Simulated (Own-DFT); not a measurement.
# Stretching a layer in its plane: wurtzite AlGaN with randomly placed atoms, 72 atoms (Al9Ga27N36)

No measurement is shown. These are fixed-geometry runs of a retired plane-wave code named Own-DFT, which no person has reviewed; spin and spin-orbit coupling are neglected.

Method: PBE; PseudoDojo norm-conserving scalar-relativistic files; cutoff 42 hartree; 4 x 4 x 3 k mesh centred on Gamma; Fermi-Dirac smearing of 0.1 eV.

Keep in mind: forces on such cells passed a denser k mesh, each cell not checked; stress not checked against mesh or cutoff.

Unstrained cell vectors in Å: (9.509, 0.000, 0.000); (-4.755, 8.235, 0.000); (0.000, 0.000, 10.268). The unstrained cell has measured lattice constants (interpolated for alloys), not those of this functional. That, the random moves and any unrelaxed bonds set the pressure at no strain. Each run strains x and y alike by e, as a substrate would, and holds the height along z. Random moves of width 0.05 Å per axis were added to every atom. The random placing of the alloy's atoms differs from row to row. Stress is positive in tension.

| e (%) | u (Å) | (s_xx + s_yy)/2 (GPa) | s_zz (GPa) |
|---|---|---|---|
| -3.00 | 0.048 | -26.29 | -12.82 |
| -2.50 | 0.049 | -25.23 | -9.40 |
| -2.25 | 0.052 | -22.70 | -10.40 |
| -1.75 | 0.045 | ? | ? |
| -1.00 | 0.046 | -13.43 | -9.45 |
| -0.75 | 0.054 | -11.87 | -10.88 |
| 1.25 | 0.051 | -1.12 | -6.30 |
| 2.00 | 0.051 | 2.83 | -6.14 |
| 2.50 | 0.049 | 5.30 | -5.85 |
| 3.00 | 0.047 | 6.49 | -2.63 |

## Fit

With e as a fraction, the in-plane stress is -7.7 + 576 e - 2916 e² GPa (errors 13 and 943, scatter 0.86), and s_zz is -8.1 + 127 e GPa (slope ± 20, scatter 1.31). At e = 0 the first slope is C11 + C12 and the second 2 C13, both with the ions held to the strained lattice and at the cell's own pressure. The term in e² is negative: the layer stiffens under compression and softens under tension. A free layer would change its height as e changes, and the in-plane slope would drop by 2 C13²/C33 to the biaxial modulus. At fixed height, a misfit of 1 % moves the in-plane stress by about 5.8 GPa and s_zz by 1.3 GPa.

## Test on the hidden row

Asked: what are the two stresses at e = -1.75 %?

The fitted form gives -18.7 and -10.3 GPa. The hidden result is -17.65 and -9.91 GPa.
